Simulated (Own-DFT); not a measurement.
# Computed records: Al$_{32}$O$_{47}$ (corundum with one vacancy, atoms displaced)

All values are calculated (Own-DFT development build). A calculation, not a measurement: plane-wave PBE density functional theory by an unreviewed code, no spin, of a simulated periodic cell, stress positive in tension, free energy of the whole cell less one offset for each atom, defect cell not probed for a lower state with spin; oxygen file: force components 24 meV/angstrom off all-electron in one glass; forces on such cells passed a denser k mesh, this cell's mesh not checked; offsets are fitted by least squares, one for each functional and potential file, so energies compare only between cells with the same atoms and settings and are not formation energies; the far tail of each file's local potential was reset to the Coulomb form; each entry is a single point on an unrelaxed cell, so the pressure reflects the starting lattice, mostly measured values, from which strain is counted, and rises with the displacements; printed positions are rounded, which can move forces by about a meV/angstrom; the program is a retired in-house code; no spin-orbit coupling; before rounding, a Quantum ESPRESSO 7.3.1 run of the same cell and cutoff gave forces within 1 meV/angstrom rms on each cell, which checks the program and not the settings.

Common to all runs: functional PBE; potential files PseudoDojo norm-conserving, scalar-relativistic, standard set; wave cutoff 72 hartree; occupations Fermi-Dirac; smearing width 0.1 eV; k mesh 3 x 3 x 3 centred on Gamma.

(1) Al$_{32}$O$_{47}$ (corundum with one vacancy, atoms displaced)

```cif
# cell vector a (Å): 5.4940 0.0000 8.6604
# cell vector b (Å): -2.7470 4.7579 8.6604
# cell vector c (Å): -2.7470 -4.7579 8.6604
data_Al32O47
_symmetry_space_group_name_H-M 'P 1'
_symmetry_Int_Tables_number 1
_cell_length_a 10.2561
_cell_length_b 10.2560
_cell_length_c 10.2560
_cell_angle_alpha 55.280
_cell_angle_beta 55.280
_cell_angle_gamma 55.280
_cell_volume 679.15
loop_
_atom_site_label
_atom_site_type_symbol
_atom_site_fract_x
_atom_site_fract_y
_atom_site_fract_z
_atom_site_occupancy
Al1 Al 0.18296 0.17314 0.17884 1
Al2 Al 0.32010 0.32298 0.32396 1
Al3 Al 0.42167 0.42148 0.42444 1
Al4 Al 0.07152 0.07845 0.08589 1
O1 O 0.28191 0.47076 0.12207 1
O2 O 0.47446 0.12772 0.28319 1
O3 O 0.11711 0.29142 0.46599 1
O4 O 0.22975 0.02508 0.36868 1
O5 O 0.01956 0.37678 0.22648 1
O6 O 0.36769 0.22743 0.03802 1
Al5 Al 0.17999 0.17426 0.67039 1
Al6 Al 0.32637 0.32160 0.81840 1
Al7 Al 0.43124 0.42574 0.91243 1
Al8 Al 0.08131 0.06270 0.58297 1
O7 O 0.27083 0.47277 0.62353 1
O8 O 0.13296 0.28074 0.97023 1
O9 O 0.21818 0.03145 0.87634 1
O10 O 0.02322 0.37665 0.72533 1
O11 O 0.37733 0.20869 0.53262 1
Al9 Al 0.17572 0.68416 0.17492 1
Al10 Al 0.32428 0.81995 0.32606 1
Al11 Al 0.41708 0.93055 0.43262 1
Al12 Al 0.07206 0.57096 0.07265 1
O12 O 0.27467 0.97985 0.12365 1
O13 O 0.46269 0.62356 0.28314 1
O14 O 0.12815 0.77687 0.46702 1
O15 O 0.21863 0.53553 0.37744 1
O16 O 0.02730 0.88368 0.21370 1
O17 O 0.36791 0.72735 0.03097 1
Al13 Al 0.16726 0.67200 0.68097 1
Al14 Al 0.32698 0.82081 0.82495 1
Al15 Al 0.42625 0.93065 0.91396 1
Al16 Al 0.08310 0.57445 0.57260 1
O18 O 0.27326 0.98422 0.62313 1
O19 O 0.47041 0.63311 0.76665 1
O20 O 0.12249 0.78486 0.97560 1
O21 O 0.22755 0.51111 0.88350 1
O22 O 0.03210 0.86377 0.72449 1
O23 O 0.37302 0.72420 0.53160 1
Al17 Al 0.68364 0.18036 0.17906 1
Al18 Al 0.82753 0.33580 0.32108 1
Al19 Al 0.93305 0.41738 0.43093 1
Al20 Al 0.58858 0.06335 0.07599 1
O24 O 0.77826 0.48021 0.11650 1
O25 O 0.97691 0.12484 0.28027 1
O26 O 0.62594 0.27167 0.47457 1
O27 O 0.71845 0.02253 0.37659 1
O28 O 0.52940 0.37791 0.22130 1
O29 O 0.87419 0.22333 0.03096 1
Al21 Al 0.68052 0.17879 0.66165 1
Al22 Al 0.81755 0.34430 0.81715 1
Al23 Al 0.93057 0.42834 0.92537 1
Al24 Al 0.56916 0.07981 0.56908 1
O30 O 0.77908 0.46896 0.62914 1
O31 O 0.95871 0.12880 0.79495 1
O32 O 0.63977 0.26074 0.97593 1
O33 O 0.71504 0.03460 0.87951 1
O34 O 0.52799 0.37307 0.72364 1
O35 O 0.87987 0.21419 0.53782 1
Al25 Al 0.67869 0.67722 0.18194 1
Al26 Al 0.82196 0.82736 0.31913 1
Al27 Al 0.92363 0.92777 0.43085 1
Al28 Al 0.57789 0.57779 0.06620 1
O36 O 0.77364 0.97240 0.12869 1
O37 O 0.96870 0.62668 0.28182 1
O38 O 0.61837 0.78448 0.48168 1
O39 O 0.72996 0.52240 0.37544 1
O40 O 0.52430 0.87416 0.23385 1
O41 O 0.87644 0.71579 0.03519 1
Al29 Al 0.68864 0.66511 0.66733 1
Al30 Al 0.83002 0.81764 0.81302 1
Al31 Al 0.91592 0.93454 0.92945 1
Al32 Al 0.56677 0.57140 0.57671 1
O42 O 0.77618 0.95229 0.63543 1
O43 O 0.98312 0.62539 0.76900 1
O44 O 0.62293 0.77366 0.98264 1
O45 O 0.70645 0.53827 0.88676 1
O46 O 0.53197 0.88119 0.72042 1
O47 O 0.88541 0.72311 0.51731 1
```

Results for Al$_{32}$O$_{47}$ (corundum with one vacancy, atoms displaced): free energy of cell above offsets -52.531 eV; pressure 9.09 GPa; stress xx -9.67 GPa; stress yy -8.68 GPa; stress zz -8.92 GPa; stress yz 0.76 GPa; stress xz -0.22 GPa; stress xy -0.17 GPa.

Force:
```tsv
element	x (eV/Å)	y (eV/Å)	z (eV/Å)
Al	-0.08	0.906	-0.348
Al	0.835	1.389	-0.11
Al	0.115	0.892	0.763
Al	1.182	1.107	-1.464
O	-0.484	0.318	0.208
O	-0.187	-0.597	-0.871
O	2.267	-2.541	1.42
O	-1.826	-1.35	1.318
O	1.22	-0.051	0.507
O	2.209	-0.154	0.297
Al	-2.467	-1.201	1.179
Al	0.924	-1.433	0.003
Al	-0.922	-2.672	1.579
Al	-1.115	0.653	-1.101
O	1.344	-0.686	1.033
O	-1.607	-0.134	-1.233
O	0.378	0.455	0.103
O	0.097	0.746	0.385
O	-1.099	2.194	0.365
Al	-0.407	-0.505	-1.08
Al	0.293	0.871	0.018
Al	1.922	0.784	0.271
Al	0.497	-0.337	1.895
O	1.019	-0.705	-0.031
O	0.883	-0.162	0.91
O	-0.718	-0.048	0.646
O	1.262	-0.427	-1.242
O	-0.623	-0.775	0.347
O	1.511	0.389	0.358
Al	2.316	0.269	1.841
Al	-1.005	0.083	0.509
Al	-0.985	-0.262	1.681
Al	-1.004	0.549	-2.08
O	0.326	-1.034	-0.8
O	0.132	-1.536	0.053
O	0.293	0.244	-1.386
O	-0.987	2.587	-0.482
O	-1.033	0.905	0.906
O	-0.57	-0.564	-0.828
Al	-0.6	0.321	-1.922
Al	0.742	-0.533	-2.203
Al	-1.951	2.06	-0.556
Al	-3.268	0.658	0.035
O	0.083	-1.476	0.923
O	-1.452	-0.261	0.151
O	0.389	0.952	0.274
O	-0.083	0.171	1.723
O	-0.332	-0.347	0.102
O	0.373	0.555	1.481
Al	-1.167	-2.438	0.838
Al	0.915	-4.406	-0.008
Al	0.466	-0.924	-0.445
Al	1.08	-1.529	0.178
O	-0.206	1.332	-0.878
O	2.194	1.455	-0.59
O	-1.762	2.44	0.209
O	2.004	0.387	-1.691
O	0.808	0.738	-0.396
O	0.032	0.527	-0.608
Al	-0.581	0.907	-1.244
Al	0.121	-0.619	0.581
Al	0.976	0.342	-1.256
Al	-3.484	-1.636	1.783
O	0.786	-0.716	0.115
O	0.4	-0.259	-0.42
O	0.973	0.198	-0.974
O	-1.741	-0.369	0.269
O	1.273	0.023	-0.443
O	-0.118	1.235	-0.296
Al	-1.838	1.743	1.479
Al	-2.271	-1.95	1.887
Al	0.979	-0.714	0.276
Al	0.406	1.26	0.736
O	-0.368	2.662	0.519
O	-1.474	-1.386	-1.019
O	0.208	1.538	0.109
O	4.151	2.199	-2.633
O	0.179	-0.972	-1.483
O	-0.746	-1.338	-0.142
```

(2) Al$_{32}$O$_{47}$ (corundum with one vacancy, atoms displaced)

```cif
# cell vector a (Å): 5.4940 0.0000 8.6604
# cell vector b (Å): -2.7470 4.7579 8.6604
# cell vector c (Å): -2.7470 -4.7579 8.6604
data_Al32O47
_symmetry_space_group_name_H-M 'P 1'
_symmetry_Int_Tables_number 1
_cell_length_a 10.2561
_cell_length_b 10.2560
_cell_length_c 10.2560
_cell_angle_alpha 55.280
_cell_angle_beta 55.280
_cell_angle_gamma 55.280
_cell_volume 679.15
loop_
_atom_site_label
_atom_site_type_symbol
_atom_site_fract_x
_atom_site_fract_y
_atom_site_fract_z
_atom_site_occupancy
Al1 Al 0.18062 0.17176 0.17623 1
Al2 Al 0.31888 0.32835 0.32160 1
Al3 Al 0.42427 0.42961 0.42476 1
Al4 Al 0.08168 0.06968 0.06747 1
O1 O 0.27507 0.47360 0.12925 1
O2 O 0.47772 0.11815 0.27956 1
O3 O 0.12766 0.27734 0.47663 1
O4 O 0.21560 0.04597 0.36289 1
O5 O 0.02793 0.36902 0.22658 1
O6 O 0.37456 0.21565 0.03435 1
Al5 Al 0.18597 0.16840 0.66870 1
Al6 Al 0.33788 0.32096 0.81944 1
Al7 Al 0.41268 0.43064 0.93641 1
Al8 Al 0.07905 0.07110 0.57857 1
O7 O 0.28064 0.47737 0.62399 1
O8 O 0.47346 0.11860 0.78303 1
O9 O 0.12389 0.26717 0.97620 1
O10 O 0.22507 0.03270 0.87299 1
O11 O 0.03567 0.37079 0.71595 1
O12 O 0.38750 0.22324 0.51965 1
Al9 Al 0.16668 0.68350 0.17340 1
Al10 Al 0.31510 0.83117 0.32317 1
Al11 Al 0.42397 0.92683 0.42474 1
Al12 Al 0.06575 0.56965 0.08282 1
O13 O 0.27826 0.97431 0.12447 1
O14 O 0.47714 0.62345 0.28479 1
O15 O 0.12828 0.77871 0.47225 1
O16 O 0.23386 0.53461 0.35302 1
O17 O 0.02846 0.87776 0.21804 1
O18 O 0.37919 0.71950 0.02632 1
Al13 Al 0.17103 0.67382 0.67228 1
Al14 Al 0.32610 0.82223 0.82036 1
Al15 Al 0.42408 0.92915 0.92775 1
Al16 Al 0.07847 0.58046 0.56186 1
O19 O 0.47242 0.63172 0.76089 1
O20 O 0.12525 0.76933 0.97123 1
O21 O 0.20862 0.53441 0.88825 1
O22 O 0.02817 0.87165 0.72583 1
O23 O 0.37901 0.72911 0.52145 1
Al17 Al 0.69137 0.17351 0.16889 1
Al18 Al 0.82576 0.32112 0.33218 1
Al19 Al 0.91731 0.43391 0.42645 1
Al20 Al 0.58080 0.06495 0.07802 1
O24 O 0.77841 0.46951 0.12252 1
O25 O 0.98257 0.12450 0.28436 1
O26 O 0.62437 0.28440 0.47190 1
O27 O 0.72417 0.02371 0.37323 1
O28 O 0.51910 0.38054 0.22402 1
O29 O 0.86949 0.22545 0.02477 1
Al21 Al 0.67979 0.16931 0.67742 1
Al22 Al 0.83171 0.32072 0.81460 1
Al23 Al 0.92362 0.42984 0.92064 1
Al24 Al 0.57855 0.07479 0.57415 1
O30 O 0.77023 0.48132 0.62754 1
O31 O 0.98355 0.11489 0.77613 1
O32 O 0.62420 0.27631 0.97490 1
O33 O 0.73833 0.02683 0.86825 1
O34 O 0.52258 0.37274 0.71358 1
O35 O 0.87335 0.21463 0.53338 1
Al25 Al 0.67679 0.67935 0.17267 1
Al26 Al 0.82429 0.83443 0.30953 1
Al27 Al 0.92494 0.91607 0.43151 1
Al28 Al 0.57202 0.57681 0.07222 1
O36 O 0.77221 0.97141 0.13108 1
O37 O 0.97538 0.62191 0.27232 1
O38 O 0.63299 0.77344 0.46687 1
O39 O 0.73450 0.52555 0.37353 1
O40 O 0.53085 0.86481 0.22499 1
O41 O 0.88093 0.72673 0.01766 1
Al29 Al 0.68357 0.66963 0.67425 1
Al30 Al 0.82524 0.81861 0.82496 1
Al31 Al 0.93683 0.92670 0.92256 1
Al32 Al 0.57844 0.57178 0.56640 1
O42 O 0.76686 0.98270 0.62681 1
O43 O 0.96754 0.63997 0.77684 1
O44 O 0.62341 0.77992 0.97280 1
O45 O 0.70758 0.52573 0.89047 1
O46 O 0.52383 0.86891 0.73000 1
O47 O 0.86995 0.72345 0.52305 1
```

Results for Al$_{32}$O$_{47}$ (corundum with one vacancy, atoms displaced): free energy of cell above offsets -52.856 eV; pressure 8.86 GPa; stress xx -9.66 GPa; stress yy -8.72 GPa; stress zz -8.19 GPa; stress yz 0.45 GPa; stress xz 0.46 GPa; stress xy -0.49 GPa.

Force:
```tsv
element	x (eV/Å)	y (eV/Å)	z (eV/Å)
Al	-1.172	2.099	-1.096
Al	1.997	-0.384	0.669
Al	1.413	0.238	0.016
Al	-1.687	0.493	1.313
O	0.07	0.281	-0.756
O	-0.79	0.467	0.059
O	-0.733	0.474	-0.686
O	0.963	-3.737	1.57
O	-0.254	0.624	0.738
O	0.813	1.13	0.406
Al	0.557	-0.152	1.114
Al	-1.93	-1.031	-1.117
Al	1.369	0.511	0.061
Al	0.418	0.549	-1.612
O	-0.535	-0.086	-1.154
O	-0.134	0.809	0.39
O	0.116	1.954	0.757
O	0.377	-0.135	-1.156
O	-1.134	0.843	0.556
O	-1.581	-0.814	-0.69
Al	2.246	0.102	-0.16
Al	1.893	-0.183	1.107
Al	0.076	-0.546	0.801
Al	0.251	0.335	-0.346
O	0.496	-0.559	-0.655
O	-0.493	0.442	-0.677
O	-0.923	0.055	-1.578
O	-2.878	-1.82	1.546
O	-0.182	-0.22	-0.101
O	-1.609	0.415	-0.589
Al	0.105	-0.426	3.195
Al	0.457	0.396	-0.085
Al	0.784	-0.58	-0.738
Al	0.533	-1.049	-0.963
O	-0.723	-1.835	0.165
O	0.09	0.637	2.065
O	2.523	0.436	-1.581
O	1.238	1.291	0.014
O	-1.146	-0.638	-1.151
Al	-3.748	-0.114	-0.861
Al	0.789	0.665	-1.072
Al	1.649	-1.133	0.407
Al	-0.636	0.897	-0.296
O	-0.163	-0.168	0.967
O	-0.699	-1.129	-2.778
O	0.155	-0.315	-0.545
O	0.027	0.112	1.069
O	1.763	-0.117	0.015
O	2.481	0.187	0.996
Al	-0.547	0.192	0.635
Al	-1.235	-0.925	0.117
Al	0.103	-1.011	0.655
Al	-0.451	0.034	-1.07
O	2.147	-1.166	-0.694
O	-0.928	0.945	1.13
O	0.332	0.772	-0.48
O	-1.714	-0.369	-0.253
O	0.313	0.304	2.11
O	0.21	0.46	1.673
Al	0.77	-0.679	-0.578
Al	-0.785	-2.934	0
Al	-0.935	2.169	1.247
Al	-0.908	-1.488	0.75
O	1.881	1.749	-0.679
O	-1.288	0.267	1.171
O	-0.322	0.676	-0.028
O	-0.844	0.597	-1.149
O	-0.696	1.641	0.993
O	-1.397	-1.641	-0.211
Al	-2.53	0.294	-0.386
Al	-2.125	1.295	2.023
Al	-0.623	-0.87	-2.155
Al	-1.667	-0.034	0.342
O	2.378	-1.2	-0.915
O	2.274	-1.642	-3.327
O	0.208	0.117	0.14
O	3.073	2.205	-0.961
O	1.034	1.333	0.445
O	1.768	-0.364	1.903
```

(3) Al$_{32}$O$_{47}$ (corundum with one vacancy, atoms displaced)

```cif
# cell vector a (Å): 5.4940 0.0000 8.6604
# cell vector b (Å): -2.7470 4.7579 8.6604
# cell vector c (Å): -2.7470 -4.7579 8.6604
data_Al32O47
_symmetry_space_group_name_H-M 'P 1'
_symmetry_Int_Tables_number 1
_cell_length_a 10.2561
_cell_length_b 10.2560
_cell_length_c 10.2560
_cell_angle_alpha 55.280
_cell_angle_beta 55.280
_cell_angle_gamma 55.280
_cell_volume 679.15
loop_
_atom_site_label
_atom_site_type_symbol
_atom_site_fract_x
_atom_site_fract_y
_atom_site_fract_z
_atom_site_occupancy
Al1 Al 0.17514 0.16888 0.18399 1
Al2 Al 0.32623 0.31643 0.32370 1
Al3 Al 0.41890 0.42683 0.42964 1
Al4 Al 0.07466 0.08257 0.06942 1
O1 O 0.47151 0.11964 0.27756 1
O2 O 0.12759 0.28151 0.46827 1
O3 O 0.22475 0.03520 0.36715 1
O4 O 0.02872 0.38461 0.21481 1
O5 O 0.36918 0.21434 0.03382 1
Al5 Al 0.18135 0.17387 0.67638 1
Al6 Al 0.31412 0.32680 0.81469 1
Al7 Al 0.42422 0.42635 0.92773 1
Al8 Al 0.07996 0.06744 0.57129 1
O6 O 0.27631 0.47520 0.62842 1
O7 O 0.47969 0.11966 0.77554 1
O8 O 0.12950 0.27064 0.97101 1
O9 O 0.20617 0.04894 0.87035 1
O10 O 0.03300 0.36404 0.72008 1
O11 O 0.37153 0.21158 0.53748 1
Al9 Al 0.15910 0.68731 0.18513 1
Al10 Al 0.31283 0.82124 0.32535 1
Al11 Al 0.42201 0.92755 0.42616 1
Al12 Al 0.07836 0.57077 0.07309 1
O12 O 0.27871 0.97427 0.12101 1
O13 O 0.46783 0.61569 0.28972 1
O14 O 0.12163 0.77149 0.47777 1
O15 O 0.21085 0.54111 0.37186 1
O16 O 0.02763 0.87099 0.22403 1
O17 O 0.37383 0.71869 0.03225 1
Al13 Al 0.17532 0.68162 0.66632 1
Al14 Al 0.33080 0.82887 0.82189 1
Al15 Al 0.42181 0.92520 0.93502 1
Al16 Al 0.08470 0.57694 0.56307 1
O18 O 0.26978 0.96909 0.62770 1
O19 O 0.47424 0.62927 0.77465 1
O20 O 0.12087 0.78483 0.96636 1
O21 O 0.22755 0.52608 0.87557 1
O22 O 0.03527 0.85907 0.72956 1
O23 O 0.37029 0.72308 0.53779 1
Al17 Al 0.68101 0.18599 0.16704 1
Al18 Al 0.81802 0.32639 0.32530 1
Al19 Al 0.91975 0.43157 0.42842 1
Al20 Al 0.58092 0.06708 0.06975 1
O24 O 0.77589 0.47665 0.12071 1
O25 O 0.97062 0.11813 0.29191 1
O26 O 0.60687 0.28145 0.48143 1
O27 O 0.72008 0.03182 0.37266 1
O28 O 0.52950 0.37751 0.22757 1
O29 O 0.88814 0.21486 0.03789 1
Al21 Al 0.68240 0.17249 0.68026 1
Al22 Al 0.81382 0.32869 0.81930 1
Al23 Al 0.92586 0.42104 0.93465 1
Al24 Al 0.57547 0.07778 0.57506 1
O30 O 0.76909 0.47525 0.62714 1
O31 O 0.96722 0.12174 0.77518 1
O32 O 0.62750 0.28301 0.97220 1
O33 O 0.73415 0.01717 0.86878 1
O34 O 0.52575 0.37450 0.72862 1
O35 O 0.87575 0.22796 0.52559 1
Al25 Al 0.68778 0.66506 0.17793 1
Al26 Al 0.82584 0.81839 0.32553 1
Al27 Al 0.92801 0.91508 0.42573 1
Al28 Al 0.57383 0.57497 0.07771 1
O36 O 0.76828 0.96991 0.13141 1
O37 O 0.97222 0.63355 0.26822 1
O38 O 0.62629 0.78966 0.46030 1
O39 O 0.71697 0.51990 0.38143 1
O40 O 0.53128 0.87142 0.22576 1
O41 O 0.87862 0.73556 0.01833 1
Al29 Al 0.66679 0.67975 0.67840 1
Al30 Al 0.81242 0.82846 0.82743 1
Al31 Al 0.92791 0.92153 0.92435 1
Al32 Al 0.56545 0.57256 0.57487 1
O42 O 0.78338 0.97470 0.62318 1
O43 O 0.96739 0.62514 0.77771 1
O44 O 0.62660 0.77500 0.97143 1
O45 O 0.73038 0.53211 0.86192 1
O46 O 0.53113 0.86818 0.72120 1
O47 O 0.87403 0.72646 0.52898 1
```

It finds free energy of cell above offsets -52.604 eV; pressure 9.27 GPa; stress xx -9.94 GPa; stress yy -9.62 GPa; stress zz -8.25 GPa; stress yz 0.34 GPa; stress xz -0.05 GPa; stress xy 0.47 GPa.

Force:
```tsv
element	x (eV/Å)	y (eV/Å)	z (eV/Å)
Al	-0.339	2.213	0.357
Al	0.113	1.265	-0.639
Al	0.489	-0.341	-0.659
Al	1.085	-2.005	0.003
O	-0.451	0.944	0.987
O	-0.684	-0.175	-0.686
O	-0.14	-2.193	-0.316
O	-0.416	-1.503	-1.183
O	1.43	0.562	0.769
Al	-1.447	0.869	-2.393
Al	0.838	-2.277	2.898
Al	-1.143	-0.447	-0.007
Al	-1.4	-0.349	0.478
O	0.449	1.439	-1.589
O	-1.199	-0.593	-0.006
O	-1.117	0.408	0.639
O	2.486	-3.034	0.635
O	-1.19	1.333	1.184
O	0.877	1.902	0.87
Al	3.636	0.304	-1.872
Al	1.76	0.436	1.668
Al	0.942	0.096	0.259
Al	0.55	1.667	0.69
O	-0.803	-1.392	-0.052
O	-0.198	1.699	0.738
O	0.621	1.528	0.635
O	1.688	-1.22	0.402
O	-1.418	1.668	1.721
O	-0.584	0.702	0.298
Al	-1.051	-2.527	1.234
Al	-1.152	-0.73	-1.893
Al	1.332	0.977	-0.507
Al	-3.017	-2.897	-1.233
O	0.765	0.175	1.057
O	-0.401	-0.404	-0.401
O	1.277	-0.924	1.746
O	-0.283	0.399	-1.151
O	-0.47	2.535	0.019
O	0.282	1.154	-1.152
Al	-0.084	-2.003	-0.556
Al	0.3	-1.288	-0.098
Al	1.231	-0.354	0.218
Al	-1.31	-0.529	0.278
O	-0.09	-1.17	0.895
O	0.522	1.015	-0.032
O	1.905	0.481	1.429
O	0.091	-0.129	0.537
O	0.222	-0.153	-0.99
O	-3.114	1.536	-2.077
Al	-0.498	0.892	-0.48
Al	2.431	0.474	1.299
Al	1.078	2.152	-1.305
Al	0.715	-0.35	-0.913
O	0.618	1.021	-0.409
O	-0.711	0.359	0.616
O	-0.356	-0.657	-0.737
O	-2.384	0.601	0.845
O	0.827	-0.257	-0.69
O	0.133	-0.358	-0.549
Al	-1.469	1.707	0.88
Al	-1.717	1.476	0.08
Al	-1.939	0.952	0.695
Al	0.1	0.602	-1.065
O	1.348	1.159	0.557
O	-0.312	-1.704	-0.661
O	-0.375	-2.049	-0.499
O	0.114	0.82	0.289
O	0.363	-0.469	-1.728
O	-0.532	-3.349	-1.784
Al	1.893	0.277	-0.385
Al	2.684	-0.225	0.009
Al	-0.078	0.599	0.935
Al	0.024	-0.177	1.35
O	-0.011	0.244	-0.743
O	0.351	-0.426	0.305
O	-1.193	-0.582	-0.176
O	-0.981	-2.063	0.539
O	-1.779	1.124	1.575
O	0.267	-0.466	-1.004
```
